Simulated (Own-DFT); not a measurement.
Hf₃₆O₇₁ (tetragonal hafnia with one neutral oxygen vacancy, atoms displaced) (calculated)

A calculation, not a measurement: plane-wave PBE and HSE06 DFT by an unreviewed code, no spin, of a simulated cell at Gamma alone, so results move with cell size and shape, stress positive in tension, energies less offsets, not probed for a lower state with spin; hafnium file: forces about 75 meV/angstrom off all-electron values; oxygen file: force components 24 meV/angstrom off all-electron in a glass; k mesh not checked against a denser one; forces and stress are PBE's, HSE06 gives the energy alone, and its difference from PBE has offsets of its own; offsets are fitted by least squares, one for each functional and potential file, so energies compare only between cells with the same atoms and settings and are not formation energies; the far tail of each file's local potential was reset to the Coulomb form; each entry is a single point on an unrelaxed cell, so the pressure reflects the starting lattice, taken from the Materials Project, from which strain is counted, and rises with the displacements; printed positions are rounded, which can move forces by about a meV/angstrom; the program is a retired in-house code; no spin-orbit coupling. Program: Own-DFT development build.

```xyz
107
Lattice="10.7800 0.0000 0.0000 0.0000 10.7800 0.0000 0.0000 0.0000 10.4493" Properties=species:S:1:pos:R:3:force_x:R:1:force_y:R:1:force_z:R:1 formula=Hf36O71 first_functional=PBE second_functional=HSE06 exact_exchange_share=0.25 screening=0.11 exchange_divergence=Gygi-Baldereschi potential_files=PseudoDojo_norm-conserving,scalar-relativistic,made_for_PBE,standard_set wave_cutoff=48 occupations=fixed k_mesh=1_x_1_x_1_centred_on_Gamma PBE_energy_of_cell_above_offsets=-86.231 HSE06_less_PBE_above_offsets=0.592 PBE_pressure=4.95 PBE_stress_xx=-3.8 PBE_stress_yy=-6.77 PBE_stress_zz=-4.28 PBE_stress_yz=-0.08 PBE_stress_xz=0.65 PBE_stress_xy=-0.37
Hf     0.0155    10.7184    10.4329      1.221      2.711      1.068
Hf     1.7275     1.7827     2.6717      2.682      0.723     -0.439
O      0.1647     1.7608     1.6765     -5.205      1.174     -2.407
O      1.7875     0.0774     3.6760       0.17      -2.93      1.107
O     10.7670     1.7903     4.1131     -0.898      0.374      1.554
O      1.7378    10.6968     1.1363       0.08     -0.894     -0.994
Hf     0.0622    10.7482     5.3103     -2.452      0.315     -3.079
Hf     1.7823     1.8422     7.7622     -2.567      0.151      3.142
O     10.7446     1.7171     6.7576      1.389      0.977      0.013
O      1.9622     0.0161     8.8909     -1.012      0.757     -0.842
O      0.0532     1.8115     9.4289     -0.284     -0.516      0.228
O      1.6740     0.0272     6.2527      3.826     -0.032      1.535
Hf    10.6860     3.5614     0.0752      4.756      0.253     -2.382
Hf     1.7424     5.5270     2.5235      1.487     -4.938     -0.907
O     10.7174     5.4097     1.5988     -1.274      0.112     -0.155
O      1.7772     3.5443     3.5822     -0.481      1.301      1.676
O      0.0207     5.4551     4.2250       -0.3     -1.423     -0.774
O      1.8925     3.6638     1.0106     -1.654     -0.008     -0.646
Hf    10.7499     3.5762     5.1068      0.719      0.169      1.103
Hf     1.8379     5.3144     7.8397     -3.637      1.526      1.257
O     10.6482     5.6131     6.8233      2.464     -1.585      0.689
O      1.7474     3.6027     8.9700      0.726     -0.112      -1.94
O      0.1499     5.4031     9.4215     -0.851      0.055      1.247
O      1.8956     3.4756     6.3680     -1.802        1.6     -1.215
Hf    10.6522     7.1978     0.0543      3.922     -0.553     -1.108
Hf     1.9408     8.9419     2.6214     -0.801       1.51      -1.45
O     10.6768     8.8841     1.5423      1.033      -0.02      1.229
O      1.8479     7.0827     3.5407      0.099      4.062      2.896
O     10.7006     8.8665     4.3315      0.996      3.534     -2.006
O      1.8672     7.0712     1.1550      -0.06      1.616     -2.338
Hf    10.6925     7.2289     5.2018      1.608     -3.068      2.727
Hf     1.8070     8.9594     7.8257      1.804     -0.213     -0.323
O     10.7567     8.9191     6.7812      1.015      0.219      0.663
O      1.8734     7.3238     8.8629     -0.139     -1.848      0.482
O     10.6831     9.0792     9.4589     -0.112     -2.857     -2.034
O      1.8750     7.1893     6.2826      -1.27      0.113     -0.963
Hf     3.5739    10.7060    10.3726     -0.042      2.032      1.883
Hf     5.4362     1.8632     2.5153     -4.437     -2.715      0.786
O      3.4827     1.7721     1.4288      3.032      0.283      1.111
O      5.4262    10.6887     3.5995      0.107      2.833      0.883
O      3.5926     1.7520     4.1368      1.442      1.941      0.818
O      5.5232    10.6522     1.1040      -0.43      0.901       0.35
Hf     3.5615     0.1709     5.2971      0.455     -2.386     -0.487
Hf     5.3235     1.9332     7.8767      1.015     -3.352      0.436
O      3.5056     1.8626     6.8108      2.666     -0.919     -0.899
O      5.2498     0.0568     9.0442      0.768      0.816     -1.798
O      3.6160     2.0086     9.3835      0.649     -4.222     -2.683
O      5.3309    10.7527     6.2958      0.502      1.727      -0.64
Hf     3.6773     3.4834     0.0029     -3.591      3.742      3.047
Hf     5.5322     5.3233     2.7212     -4.001      1.933     -0.735
O      3.5979     5.3089     1.6651      2.094       1.23      -0.63
O      5.5608     3.5687     3.6515     -0.273     -1.414      0.502
O      3.5523     5.3428     4.1040      0.984     -1.061      2.163
O      5.4284     3.7683     1.0577      0.594         -2     -0.347
Hf     3.6384     3.6529     5.3731      -1.06      0.477     -2.332
Hf     5.3370     5.2789     7.8132      1.608      7.344     -3.795
O      3.5432     5.4069     6.8476      1.052      -1.96     -1.124
O      5.2357     3.7416     8.7001      0.413       -5.3      4.198
O      3.6831     5.4509     9.3997     -0.329     -1.808     -0.535
O      5.5788     3.5086     6.3307     -2.929      0.512     -0.865
Hf     3.7702     7.0321    10.4105     -2.405      2.532      1.774
Hf     5.4064     8.9379     2.7253      0.333      0.741     -1.552
O      3.6938     9.1775     1.4763      -0.62      -1.68      1.859
O      5.3938     7.1491     3.6772      0.796     -0.805      0.107
O      3.5734     8.8960     4.2391     -0.494      2.888     -2.205
O      5.5100     7.1126     1.1980     -0.815      0.398     -1.772
Hf     3.5264     7.2077     5.1185      0.755     -1.985      2.479
Hf     5.3441     8.9420     7.8961      0.234      3.452     -1.467
O      3.6330     8.9192     6.7282     -0.915      0.641      0.942
O      5.3039     7.2872     8.8112      0.258     -3.468      2.467
O      3.5247     9.1091     9.3896      0.691     -4.046     -0.725
O      5.3327     6.9943     6.2272      0.932      0.392     -0.789
Hf     7.1801     0.0771     0.1022      0.719     -1.469     -3.075
Hf     8.8599     1.8498     2.6063      5.173     -2.191      1.177
O      7.1808     1.7774     1.6817     -0.221      0.639     -1.929
O      9.0952    10.7272     3.5683     -1.527      0.247     -0.142
O      7.3375     1.7721     4.1989      0.128     -0.871     -1.529
O      9.0764     0.0445     0.9412     -2.228      0.366      1.685
Hf     7.2645     0.0741     5.2861     -0.868     -2.683      1.637
Hf     8.9658     1.7596     7.7407      0.797      0.378      2.169
O      7.2105     1.8123     6.7908     -1.047     -0.904     -0.544
O      8.8915     0.0370     8.8748      0.297     -0.751     -0.715
O      7.1790     1.8445     9.4383     -1.546      1.216      1.053
O      9.1193     0.0447     6.3853      -2.23     -0.908     -1.662
Hf     7.2125     3.7342     0.0491      1.432      -1.41     -2.232
Hf     8.9702     5.3296     2.7026       1.33      2.755     -1.202
O      7.1577     5.3164     1.5725      2.506       0.37     -0.533
O      8.9851     3.7214     3.6846      0.441     -3.696      0.294
O      7.2890     5.2500     4.2832     -0.791      2.498     -1.708
O      9.0148     3.6385     1.0712     -2.509     -0.708      1.328
Hf     7.1830     3.4712     5.1064      1.852       1.57      3.976
Hf     8.8586     5.4691     7.8613      2.849     -3.451     -1.811
O      7.2467     5.3702     6.8036     -1.815      0.255     -0.784
O      8.9117     3.5414     8.8894      0.226      1.274      0.749
O      7.1511     5.3958     9.2111     -1.113     -0.406      3.063
O      9.0478     3.5812     6.3056     -0.312      -0.52     -1.643
Hf     7.1191     7.0785    10.4370      0.975      3.131     -0.558
Hf     8.8395     8.9106     2.5541      1.934      0.823      0.481
O      9.0074     7.1615     3.7039     -1.421      0.043     -0.877
O      7.0888     8.9762     4.4045      0.882       0.37     -1.776
O      9.0077     7.2659     0.9786     -4.191      -0.54      1.247
Hf     7.2182     7.1464     5.1946     -1.485     -0.185       2.51
Hf     9.1112     8.8671     7.8416     -2.918      1.946       0.83
O      7.0735     9.0437     6.8346      1.971     -0.483      0.413
O      8.9739     7.0648     8.9256      0.295      2.848      1.118
O      7.1101     9.0012     9.4031      0.286     -1.044      2.155
O      9.0009     7.1523     6.3201     -2.109      1.543     -0.208
```

Units: screening in 1/bohr; wave_cutoff in hartree; PBE_energy_of_cell_above_offsets, HSE06_less_PBE_above_offsets in eV; PBE_pressure, PBE_stress_xx, PBE_stress_yy, PBE_stress_zz, PBE_stress_yz, PBE_stress_xz, PBE_stress_xy in GPa; force_x, force_y, force_z in eV/Å.
